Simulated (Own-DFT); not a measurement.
SiC (2H silicon carbide, atoms displaced) (calculated)

All values are calculated (Own-DFT development build). A calculation, not a measurement: plane-wave PBE density functional theory by an unreviewed code, no spin, of a simulated periodic cell, stress positive in tension, free energy of the whole cell less one offset for each atom, forces on such cells passed a denser k mesh, this cell's mesh not checked; offsets are fitted by least squares, one for each functional and potential file, so energies compare only between cells with the same atoms and settings and are not formation energies; the far tail of each file's local potential was reset to the Coulomb form; each entry is a single point on an unrelaxed cell, so the pressure reflects the starting lattice, mostly measured values (interpolated for alloys), from which strain is counted, and rises with the displacements; printed positions are rounded, which can move forces by about a meV/angstrom; the program, named Own-DFT, is a retired in-house code; no spin-orbit coupling.

Settings shared by all entries: functional PBE; potential files PseudoDojo norm-conserving, scalar-relativistic, standard set; wave cutoff 42 hartree; occupations Fermi-Dirac; smearing width 0.1 eV; hardware one NVIDIA H100; k mesh 4 x 4 x 3 centred on Gamma.

(1) 
```xyz
72
Lattice="9.2481 0.0000 0.0000 -4.6241 8.0091 0.0000 0.0000 0.0000 10.0681" Properties=species:S:1:pos:R:3:force_x:R:1:force_y:R:1:force_z:R:1 formula=SiC free_energy_of_cell_above_offsets=-10.097 pressure=3.93 stress_xx=-1.61 stress_yy=-3.53 stress_zz=-6.65 stress_yz=0.06 stress_xz=-0.61 stress_xy=0.19 wall_time=349.8
Si     9.2331     0.0102     0.0600      0.019     -1.165     -1.297
Si    -0.0575     1.7982     2.4658      1.849      -0.33      0.735
C      4.5830     8.0047     1.8844      0.001      0.061      0.801
C     -0.0015     1.7817     4.3970      -0.21      0.517     -0.188
Si     0.0074     0.0357     5.0138      0.101     -0.556      0.456
Si    -0.0055     1.8071     7.5989     -0.351     -0.377     -1.088
C      4.6135     7.9842     6.9237     -0.248      1.355     -0.142
C     -0.0276     1.7084     9.4671      0.742      1.607     -0.095
Si    -1.5288     2.6596     0.0016     -0.447     -0.146     -0.257
Si    -1.5482     4.4395     2.5494      0.442       0.44     -1.485
C      7.7086     2.6657     1.8691      -0.96      0.248      0.568
C     -1.4808     4.4568     4.3683     -1.422     -0.577      1.034
Si     7.6337     2.6395     4.9892      2.951      1.732       1.44
Si    -1.5692     4.3987     7.5966      0.366       1.65     -1.601
C     -1.5540     2.7235     6.9283     -0.426     -2.361     -0.531
C     -1.5211     4.4019     9.4084      -0.37      0.674       1.32
Si    -3.0796     5.3885    10.0372      0.327      -1.42      0.198
Si    -3.1083     7.1435     2.4589      0.369     -0.364      1.204
C     -3.0704     5.3465     1.8747     -0.364      0.096      0.033
C     -3.1433     7.0780     4.4095      1.292      1.134     -0.732
Si    -3.0588     5.3449     4.9881     -0.454     -0.876      0.969
Si    -3.1080     7.1652     7.5321      0.517     -1.719     -0.293
C      6.1727     5.3115     6.9216      -0.25      0.735      0.009
C     -3.0785     7.1261     9.4044      -1.12      0.265        0.6
Si     2.9893     0.0247    10.0397      2.197     -0.931      0.525
Si     3.0880     1.7691     2.4787     -0.215      0.659      0.585
C      3.0872     0.0279     1.8823      -0.45     -0.482     -0.306
C      3.0185     1.7270     4.4159      1.973      0.355       -0.5
Si    -1.5036     7.9785     5.0139     -1.633     -0.336      0.295
Si     3.0235     1.7684     7.5394      1.119      0.146      0.225
C     -1.5382     7.9887     6.9402      0.112      0.569     -0.886
C      3.0763     1.7305     9.4191      0.111      1.314      0.176
Si     1.5714     2.6425    10.0605     -0.558      0.554     -0.633
Si     1.5548     4.4791     2.5085     -0.464       -0.7      -0.52
C      1.5746     2.6685     1.8296     -0.745      0.109      1.462
C      1.5489     4.4801     4.3800     -0.039      -0.67      0.655
Si     1.5825     2.6482     5.0244     -1.635      1.075       0.34
Si     1.5766     4.4508     7.5058     -0.767      1.421      1.577
C      1.5615     2.7487     6.9782     -0.781     -2.369      -1.37
C      1.5921     4.4587     9.4663     -0.828     -0.467     -0.857
Si    -0.0128     5.3006    10.0602      0.622      0.662       0.12
Si    -0.0049     7.1719     2.5487     -0.018     -1.452     -2.634
C     -0.0082     5.3234     1.8889     -0.076      0.584      0.102
C     -0.0216     7.0950     4.3272       1.03      0.638      2.723
Si     0.0005     5.3343     5.0531      0.242     -0.202     -1.168
Si     0.0288     7.1407     7.5432     -0.908     -1.258      0.462
C      0.0039     5.3097     6.8734     -0.052      0.671      1.598
C     -0.0436     7.1119     9.4514      0.495      0.202     -0.203
Si     6.1540     0.0328    10.0551     -0.085     -1.132      0.087
Si     6.1792     1.7428     2.5870     -0.154      0.483     -2.767
C      1.5687     7.9729     1.8743     -0.773      0.896      0.759
C      6.1975     1.8030     4.3850     -2.148     -1.123      1.312
Si     6.1923     0.0139     5.0446     -0.617      -0.36     -0.794
Si     6.1221     1.7194     7.5480       0.61      2.285      0.233
C      6.1745     0.0067     6.9091      0.038     -0.548      0.124
C      6.1811     1.7860     9.4293     -0.648     -0.043      0.347
Si     4.6046     2.6910     0.0362      0.563     -0.591     -1.114
Si     4.6037     4.4709     2.5352      0.575     -0.232     -0.061
C      4.6432     2.6893     1.8911     -0.059     -0.503      0.825
C      4.6028     4.4352     4.4290     -0.039      0.165     -0.022
Si     4.6036     2.6512     5.0857     -0.418      0.493     -0.905
Si     4.5960     4.4526     7.5395      0.898      0.679       0.25
C      4.5705     2.7179     6.9615      0.443     -1.912     -0.437
C      4.6440     4.4481     9.4324     -0.467      0.316       0.31
Si     3.0963     5.3595     0.0187      0.182     -0.757     -0.141
Si     3.0384     7.0737     2.5571      0.906      0.939     -0.726
C      3.0887     5.3604     1.8981      0.008     -0.519        0.1
C      3.1003     7.1585     4.4140      -0.63     -0.434      0.302
Si     3.0262     5.3836     5.0607      1.401     -0.528     -0.703
Si     3.0857     7.0969     7.5770      0.286       0.47      0.082
C      3.0842     5.3581     6.9217     -0.165      0.045      0.034
C      3.1131     7.0824     9.4730     -0.789      1.199      -0.52
```

Units: free_energy_of_cell_above_offsets in eV; pressure, stress_xx, stress_yy, stress_zz, stress_yz, stress_xz, stress_xy in GPa; wall_time in s; force_x, force_y, force_z in eV/Å.

(2) 
```xyz
72
Lattice="9.2481 0.0000 0.0000 -4.6241 8.0091 0.0000 0.0000 0.0000 10.0681" Properties=species:S:1:pos:R:3:force_x:R:1:force_y:R:1:force_z:R:1 formula=SiC free_energy_of_cell_above_offsets=-9.548 pressure=4.16 stress_xx=-2.82 stress_yy=-3.37 stress_zz=-6.27 stress_yz=0.01 stress_xz=0.44 stress_xy=-0.18 wall_time=350.8
Si    -0.0071     0.0126    10.0526     -0.136      0.193      0.284
Si     0.0480     1.7723     2.4723      -1.53      0.054      1.199
C      0.0034     0.0444     1.8946      0.589     -1.539     -0.545
C      0.0344     1.7657     4.3907     -0.888      1.316     -0.043
Si     0.0273     0.0715     5.0365     -0.347     -1.792      0.579
Si     0.0277     1.7457     7.5364     -0.198       0.93      0.087
C      4.6009     7.9650     6.9795      0.136      0.769     -0.832
C      0.0345     1.8086     9.4450     -0.668     -0.028     -0.224
Si    -1.5620     2.7101    10.0499      0.881      -1.32      0.104
Si    -1.5284     4.4461     2.4596     -0.558     -0.489      1.475
C     -1.5078     2.6344     1.8753     -0.614      0.578     -0.026
C     -1.4978     4.4484     4.4141     -1.594     -0.021     -0.358
Si     7.6851     2.7000     5.0486      0.509     -0.834     -1.535
Si    -1.5103     4.4901     7.4779     -1.166     -1.147      1.314
C      7.7033     2.6735     6.8673      0.298      0.018      1.914
C     -1.5320     4.4516     9.4460      0.149      0.279     -0.825
Si    -3.0222     5.3557    10.0649     -1.801     -0.708       0.25
Si    -3.0495     7.1037     2.5122     -1.718     -0.431      0.588
C      6.1518     5.3310     1.9061      0.094     -0.121     -0.541
C     -3.1188     7.1039     4.4059       0.82      0.654      0.412
Si     6.1293     5.3669     5.0828       0.49     -0.556     -1.202
Si    -3.1061     7.1311     7.6076      0.274     -0.599     -1.342
C      6.1209     5.3110     6.9617      1.357      1.082     -0.422
C     -3.1251     7.0894     9.4317      1.207      0.836      1.146
Si    -1.5121     7.9933     0.0798     -1.162       0.13     -2.284
Si     3.0664     1.7483     2.5129      0.442      0.609     -0.279
C     -1.5608     7.9357     1.8946      0.927       1.63      0.386
C      3.0242     1.8127     4.3521      1.887     -1.183      1.405
Si    -1.5659     8.0076     5.0817      0.045      0.068     -2.461
Si     3.0624     1.7426     7.5858      0.395      0.764     -1.638
C     -1.5313     7.9975     6.8853     -0.359     -0.159      1.959
C      3.0603     1.7735     9.4060      0.935     -0.207        1.9
Si     1.5681     2.7236     0.0057     -0.646     -1.089     -0.091
Si     1.5636     4.4960     2.4676     -0.697     -0.901      1.829
C      1.5021     2.6630     1.9214       1.97      1.047     -1.198
C      1.5699     4.4901     4.4782     -1.653     -0.875     -2.053
Si     1.5566     2.6670     5.0037     -0.323       0.89      0.445
Si     1.5496     4.4604     7.5659     -0.158     -0.068     -0.877
C      1.5857     2.7161     6.9030     -0.786     -1.294      0.371
C      1.5005     4.4674     9.4233      0.593     -0.037      0.814
Si    -0.0052     5.3267     0.0302     -0.106      0.179     -0.229
Si    -0.0068     7.1240     2.5201      0.623      -0.29      -0.14
C     -0.0077     5.3540     1.9191      0.464     -0.143     -0.903
C     -0.0325     7.0530     4.3481      0.275      1.489      1.908
Si    -0.0436     5.3300     5.0519       1.31       0.13     -0.587
Si     0.0203     7.0901     7.5278     -0.798      1.058      0.695
C     -0.0298     5.3737     6.9308      1.088     -0.625     -0.266
C     -0.0067     7.0940     9.4627     -0.509      0.093     -0.575
Si     1.4864     8.0081    10.0112      1.513     -0.638      1.343
Si     6.1715     1.7439     2.4898      0.281      0.753      0.906
C      1.5813     7.9778     1.9124     -1.184      0.275     -1.014
C      6.1205     1.8095     4.4125      1.787     -1.651     -0.361
Si     1.5475     7.9651     5.0692     -0.261      0.522     -1.168
Si     6.1377     1.8308     7.5692      0.754     -0.988     -1.216
C      1.5279     8.0007     6.9422     -0.003       0.49      0.251
C      6.1462     1.7490     9.4206      0.866      0.599      0.167
Si     4.6957     2.6582    10.0353     -1.957       0.13      1.034
Si     4.5665     4.4058     2.5026      1.802      1.395      0.758
C      4.6576     2.7167     1.9282     -0.777     -2.628     -1.632
C      4.6380     4.4702     4.3796     -0.447     -0.791      0.727
Si     4.6926     2.6353     5.0931      -2.48      1.312     -2.606
Si     4.6597     4.4104     7.5260     -1.873      0.464      0.832
C      4.6326     2.6721     6.8723     -0.462     -0.656      2.233
C      4.6195     4.3924     9.4485      0.494      1.072     -0.311
Si     3.0541     5.2966     0.0261      0.882      0.742     -1.752
Si     3.1129     7.1054     2.4931       0.26      0.468      0.982
C      3.1042     5.3265     1.8498       -0.5      0.288      0.839
C      3.1351     7.1221     4.4579     -0.817      0.318     -1.176
Si     3.0557     5.3324     4.9691      1.745      0.473      1.947
Si     3.0289     7.0931     7.5954      0.978     -0.276      -0.98
C      3.0683     5.3162     6.9337       0.48      0.342     -0.195
C      3.0746     7.1218     9.4413     -0.424      -0.35      0.802
```

Units: free_energy_of_cell_above_offsets in eV; pressure, stress_xx, stress_yy, stress_zz, stress_yz, stress_xz, stress_xy in GPa; wall_time in s; force_x, force_y, force_z in eV/Å.

(3) 
```xyz
72
Lattice="9.2481 0.0000 0.0000 -4.6241 8.0091 0.0000 0.0000 0.0000 10.0681" Properties=species:S:1:pos:R:3:force_x:R:1:force_y:R:1:force_z:R:1 formula=SiC free_energy_of_cell_above_offsets=-10.106 pressure=3.97 stress_xx=-3.79 stress_yy=-2.66 stress_zz=-5.48 stress_yz=-0.8 stress_xz=-0.43 stress_xy=-0.63 wall_time=387.5
Si    -4.6119     8.0002     0.0561     -0.157      1.343     -1.238
Si    -0.0309     1.7940     2.4770      1.161     -0.559      0.499
C      9.2295     0.0192     1.8754      0.444     -0.349      1.193
C     -0.0333     1.8085     4.3541       2.16     -1.159      0.582
Si     0.0040     0.0078     5.0453      0.074      0.714       0.35
Si     0.0117     1.7516     7.5212     -1.008      1.171      1.486
C      9.2268     0.0343     6.9759      0.974     -1.324     -1.417
C      0.0386     1.7722     9.4401     -0.839      0.251      0.281
Si     7.6616     2.6415     0.0032      2.511      0.973     -0.427
Si    -1.5438     4.4724     2.5515     -0.504     -0.761     -0.344
C     -1.5035     2.6356     1.8718     -1.405      1.462      0.053
C     -1.4995     4.5004     4.4307     -1.213     -1.106     -0.373
Si    -1.4759     2.6068     5.0040     -1.939      2.175      0.814
Si    -1.5093     4.4445     7.5821     -1.041      0.014     -1.375
C     -1.5288     2.7224     6.8993      0.257     -1.511      0.252
C     -1.5480     4.4507     9.3917     -0.262     -0.014      1.972
Si     6.1379     5.3742    10.0598      1.085     -0.447     -0.061
Si    -3.0888     7.1297     2.5183      0.204      0.237     -0.735
C      6.1553     5.3507     1.8578      0.282     -0.169        1.1
C     -3.0941     7.1625     4.3826      0.053     -0.665      0.651
Si    -3.0824     5.3768     5.0569      0.556     -0.364     -0.721
Si    -3.0349     7.1365     7.5586     -0.854       0.05      0.346
C     -3.0802     5.3589     6.8909      0.357      0.191      1.319
C     -3.1485     7.1287     9.4909      2.103     -0.063      -0.96
Si    -1.5305     7.9879     0.0176     -0.471      0.844     -0.662
Si     3.0665     1.7868     2.4985      0.979      -0.67      1.097
C      3.1005     0.0202     1.8805     -0.054     -0.738      0.754
C      3.0991     1.7674     4.4683     -0.097     -0.089     -0.992
Si    -1.5718     7.9746     5.0495      1.337      0.717     -0.204
Si     3.0754     1.8353     7.5266      0.643     -1.027      0.821
C     -1.4474     8.0065     6.9401      -2.42      0.721     -0.251
C      3.0142     1.8376     9.4465      2.478     -1.251     -0.349
Si     1.5546     2.6878    10.0679     -0.966     -0.138      0.581
Si     1.5695     4.4252     2.5411      -0.21      0.289      -0.61
C      1.5656     2.6278     1.9406     -0.803       1.21     -1.093
C      1.5814     4.4699     4.3970      -0.71     -0.931      0.834
Si     1.5717     2.6266     5.0759     -0.806      0.947     -1.108
Si     1.5729     4.3974     7.5395     -0.746      1.454     -0.031
C      1.5096     2.6649     6.9530      0.785     -0.417     -1.011
C      1.5460     4.4363     9.4002      0.225      0.433      0.982
Si     0.0092     5.2908     0.0062     -0.342      0.636      -0.03
Si     0.0369     7.1148     2.5366     -0.626      0.087     -0.254
C     -0.0241     5.2917     1.9441      1.196      0.793     -1.053
C      0.0344     7.1278     4.4300     -1.102     -0.499      -0.33
Si     0.0061     5.3358     5.0229      0.602      0.174      0.667
Si    -0.0267     7.0869     7.5282      1.901     -0.208      0.651
C     -0.0189     5.3030     6.9570      1.192      0.422     -0.868
C      0.0264     7.1238     9.4328     -0.657     -0.629      0.123
Si     1.5347     7.9878    10.0529      0.948      0.511      0.294
Si     6.1805     1.7571     2.4405      0.173      1.066      2.314
C      6.1565     0.0524     1.9057       0.55     -2.292     -0.673
C      6.2157     1.7621     4.4398     -1.034      0.315     -1.044
Si     1.5090     7.9923     5.0551      1.578      0.703     -0.725
Si     6.1988     1.7431     7.5219      0.043      0.711      0.138
C      1.5681     7.9775     6.8873     -0.738     -0.054      1.351
C      6.2191     1.7910     9.4621     -1.884     -1.044     -0.984
Si     4.6686     2.6949     0.0016     -1.041     -0.271     -0.153
Si     4.6512     4.4468     2.5690     -0.483      0.145     -1.306
C      4.6351     2.6416     1.9194     -0.137      1.001     -0.457
C      4.6520     4.4722     4.4253     -0.564      0.128      0.149
Si     4.6182     2.7153     5.0368      1.163     -1.191     -0.059
Si     4.6369     4.4774     7.5611      0.468     -0.594     -0.343
C      4.6488     2.6527     6.9170     -0.243      0.863      0.529
C      4.6673     4.4831     9.4461     -1.144      -0.54     -0.114
Si     3.0688     5.3634    10.0383      0.613      0.064      0.164
Si     3.1114     7.1146     2.5371     -0.639      0.672      0.232
C      3.0788     5.3869     1.8703      0.136     -1.224      0.414
C      3.1479     7.1195     4.4711     -1.572     -0.165     -1.148
Si     3.0519     5.3449     5.0353      1.371      0.221      0.284
Si     3.0670     7.0961     7.5457      0.628      0.764       0.24
C      3.1031     5.3522     6.9369     -0.487     -0.887     -0.196
C      3.1617     7.1728     9.4276     -2.036     -1.124      0.181
```

Units: free_energy_of_cell_above_offsets in eV; pressure, stress_xx, stress_yy, stress_zz, stress_yz, stress_xz, stress_xy in GPa; wall_time in s; force_x, force_y, force_z in eV/Å.
